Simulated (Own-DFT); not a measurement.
## Calculated data, Si₃Ge (diamond lattice with Si and Ge gathered in clusters, atoms displaced)

Computed with Own-DFT development build. A calculation, not a measurement: plane-wave density functional theory by an unreviewed code, no spin, of a simulated periodic cell, stress positive in tension, run twice, with PBE and with PBEsol, both on files made for PBE, so the change isn't that of files made for PBEsol; forces on such cells passed a denser k mesh, this cell's mesh not checked; the far tail of each file's local potential was reset to the Coulomb form; each entry is a single point on an unrelaxed cell, so the pressure reflects the starting lattice, mostly measured values (interpolated for alloys), from which strain is counted, and rises with the displacements; printed positions are rounded, which can move forces by about a meV/angstrom; the program, named Own-DFT, is a retired in-house code; no spin-orbit coupling; stress was not checked against mesh or cutoff.

Entry: Si₃Ge (diamond lattice with Si and Ge gathered in clusters, atoms displaced)

```
Si3Ge
1.0
     10.9755     0.0000     0.0000
      0.0000    10.9755     0.0000
      0.0000     0.0000    10.9755
Si Ge Si Ge Si Ge Si Ge Si Ge Si Ge Si Ge Si
5 1 1 1 5 1 2 8 5 2 8 1 14 2 8
Direct
  0.01137 0.00275 0.99832
  0.99612 0.25569 0.24977
  0.25797 0.00853 0.25269
  0.24457 0.25366 0.00728
  0.12374 0.12323 0.12183
  0.12281 0.36669 0.37205
  0.37473 0.12973 0.36925
  0.37723 0.36750 0.11541
  0.00120 0.99419 0.49933
  0.00175 0.25007 0.74381
  0.24205 0.00233 0.75411
  0.24386 0.24873 0.49855
  0.12631 0.12186 0.62047
  0.12133 0.37870 0.87349
  0.37573 0.12728 0.88055
  0.36354 0.37943 0.61391
  0.00614 0.49682 0.00138
  0.00220 0.75134 0.25396
  0.25479 0.50782 0.24110
  0.24741 0.74658 0.00895
  0.12634 0.62958 0.12207
  0.12205 0.86153 0.37697
  0.37796 0.62560 0.38237
  0.37100 0.86503 0.12100
  0.99271 0.50711 0.50779
  0.98800 0.75185 0.75205
  0.24205 0.50204 0.75335
  0.25217 0.74462 0.49456
  0.12264 0.61708 0.62087
  0.11645 0.86535 0.87169
  0.38166 0.61995 0.87985
  0.37277 0.87536 0.62318
  0.50987 0.01057 0.99637
  0.49928 0.25421 0.24825
  0.75776 0.00517 0.24371
  0.74508 0.25426 0.99050
  0.62466 0.12548 0.12876
  0.62734 0.36456 0.36776
  0.87222 0.12081 0.37360
  0.86966 0.37852 0.11712
  0.49535 0.00242 0.50499
  0.50063 0.24629 0.74541
  0.74565 0.99567 0.75764
  0.73135 0.25267 0.50326
  0.63368 0.12930 0.62907
  0.62718 0.36538 0.88141
  0.88211 0.11654 0.87446
  0.86910 0.37214 0.61948
  0.49923 0.49599 0.00762
  0.50481 0.74788 0.25188
  0.75501 0.49580 0.25199
  0.75489 0.74780 0.99831
  0.62226 0.61819 0.12619
  0.62132 0.87853 0.37914
  0.87220 0.62610 0.37846
  0.88093 0.87080 0.11712
  0.50291 0.49861 0.49783
  0.49654 0.75543 0.75914
  0.74111 0.49368 0.74715
  0.75085 0.74605 0.49802
  0.62035 0.62443 0.62362
  0.61331 0.87395 0.87324
  0.87775 0.61526 0.86909
  0.88765 0.87601 0.63018
```

* functional: PBE, then PBEsol
* potential files: PseudoDojo norm-conserving, scalar-relativistic, standard set
* wave cutoff: 42 hartree
* occupations: Fermi-Dirac
* smearing width: 0.1 eV
* k mesh: 3 x 3 x 3 centred on Gamma
* PBE pressure: 3.08 GPa
* PBE stress xx: -3.06 GPa
* PBE stress yy: -3.05 GPa
* PBE stress zz: -3.12 GPa
* PBE stress yz: 0 GPa
* PBE stress xz: -1.5 GPa
* PBE stress xy: -0.96 GPa
* PBEsol pressure: 1.28 GPa
* PBEsol stress xx: -1.26 GPa
* PBEsol stress yy: -1.27 GPa
* PBEsol stress zz: -1.32 GPa
* PBEsol stress yz: 0.02 GPa
* PBEsol stress xz: -1.51 GPa
* PBEsol stress xy: -0.96 GPa
* rms change of force components from PBE to PBEsol: 0.047 eV/Å

Force:
```
force element  PBE force x (eV/Å)  PBE force y (eV/Å)  PBE force z (eV/Å)  PBEsol force x (eV/Å)  PBEsol force y (eV/Å)  PBEsol force z (eV/Å)
           Si              -0.929              -0.546              -0.172                 -0.908                 -0.649                  -0.18
           Si              -0.616              -1.573              -0.761                   -0.6                 -1.451                  -0.75
           Si              -1.312              -1.446              -0.826                 -1.302                 -1.511                 -0.833
           Si              -0.202              -1.169              -1.599                 -0.193                 -1.044                 -1.568
           Si               0.362               0.681               1.488                  0.357                   0.67                  1.487
           Ge              -0.081               2.012               0.338                 -0.052                   1.99                    0.3
           Si               0.541               0.329                1.36                  0.551                  0.338                  1.353
           Ge              -0.186               0.735               1.301                 -0.215                  0.756                  1.299
           Si              -0.069               0.685              -0.115                 -0.022                  0.635                 -0.176
           Si              -0.692              -0.537              -0.139                 -0.638                 -0.474                 -0.088
           Si               1.002              -0.363              -0.247                  0.945                 -0.401                 -0.184
           Si                0.77              -0.575              -0.187                  0.707                  -0.52                 -0.241
           Si              -0.334               0.091               0.288                 -0.332                   0.08                  0.279
           Ge               0.707              -1.518              -0.368                  0.645                 -1.432                 -0.295
           Si              -0.562               0.215              -0.564                 -0.565                  0.217                 -0.549
           Si               0.909              -0.206               1.231                  0.889                 -0.192                  1.212
           Ge              -1.031               1.129              -0.155                 -0.964                  1.062                 -0.122
           Ge              -1.192              -1.061              -1.188                 -1.144                 -1.022                 -1.151
           Ge               0.111              -1.315               1.083                  0.104                  -1.26                  1.047
           Ge               0.241               0.227              -2.829                  0.232                  0.219                  -2.72
           Ge              -1.292              -0.937               1.116                 -1.231                 -0.913                  1.079
           Ge               1.653               2.564               0.449                  1.554                  2.437                  0.377
           Ge               0.704              -0.235              -1.246                   0.65                 -0.263                 -1.267
           Ge               1.989               2.458               1.328                  1.875                  2.328                  1.247
           Si               0.221              -1.739              -0.906                  0.192                 -1.696                 -0.985
           Si                1.18              -1.942              -0.503                  1.229                 -1.883                  -0.43
           Si               1.197               0.068              -0.914                  1.174                  0.062                 -0.791
           Si              -0.441               0.213               1.881                 -0.436                  0.202                  1.752
           Si               0.257               1.757               0.999                  0.266                   1.75                  0.985
           Ge               1.032               0.709               0.278                  1.036                  0.658                  0.315
           Ge              -0.863               0.052              -0.287                 -0.883                   0.08                 -0.239
           Si              -0.637              -0.006                0.71                 -0.637                 -0.016                  0.697
           Si              -1.251              -1.101               0.489                 -1.257                 -1.105                  0.511
           Si              -0.005              -1.041              -0.167                 -0.069                 -0.971                 -0.229
           Si              -0.961              -1.097               0.425                 -0.903                 -1.141                  0.369
           Si                1.65               -2.47               1.516                  1.698                 -2.422                  1.556
           Si               0.637               0.723              -0.328                  0.631                  0.724                  -0.31
           Si              -0.498               1.772               0.248                 -0.486                   1.76                  0.227
           Si               0.192               0.974               0.705                  0.197                  0.974                  0.715
           Ge               0.071              -0.839               0.567                  0.125                 -0.776                  0.513
           Si               0.599               0.512              -0.343                  0.591                  0.528                 -0.327
           Si              -0.842               0.782               0.302                 -0.838                  0.781                  0.286
           Si               0.887              -0.081              -0.789                  0.865                 -0.085                 -0.771
           Si               2.574              -0.502              -0.819                  2.539                 -0.486                  -0.81
           Si              -1.418              -1.555               0.526                 -1.386                  -1.56                  0.533
           Si              -1.986               1.919              -1.888                 -1.995                  1.908                 -1.876
           Si              -0.652               1.037              -0.089                 -0.638                  1.018                 -0.089
           Si               -0.14               0.144               0.458                 -0.137                  0.129                  0.441
           Si               1.263              -0.286              -1.149                  1.137                 -0.287                  -1.13
           Si               -0.07               0.188               0.004                 -0.161                  0.181                  0.004
           Si              -1.011               0.312              -0.113                 -0.897                  0.319                 -0.113
           Si              -1.134              -0.869              -0.803                 -1.065                 -0.806                 -0.748
           Si               0.951                0.63               0.439                  0.944                  0.619                   0.43
           Si               0.762               0.159               -0.54                  0.753                  0.167                 -0.534
           Ge               0.155              -0.503               -0.49                  0.201                 -0.457                 -0.524
           Ge              -0.184               1.098               0.339                  -0.13                   1.03                  0.373
           Si               0.103              -0.802               0.071                  0.069                 -0.751                  0.016
           Si              -0.429                -0.9              -2.023                 -0.487                 -0.951                 -1.959
           Si               0.467               0.045               0.285                   0.45                  0.044                  0.281
           Si              -0.625                1.44               1.173                 -0.553                  1.375                   1.11
           Si               0.184               0.393               0.585                  0.171                  0.401                  0.578
           Si               1.884               0.419               1.157                  1.863                  0.403                   1.16
           Si              -1.059               0.331               0.239                 -0.993                   0.26                  0.287
           Si              -2.548               0.411              -0.829                 -2.521                  0.421                 -0.831
```
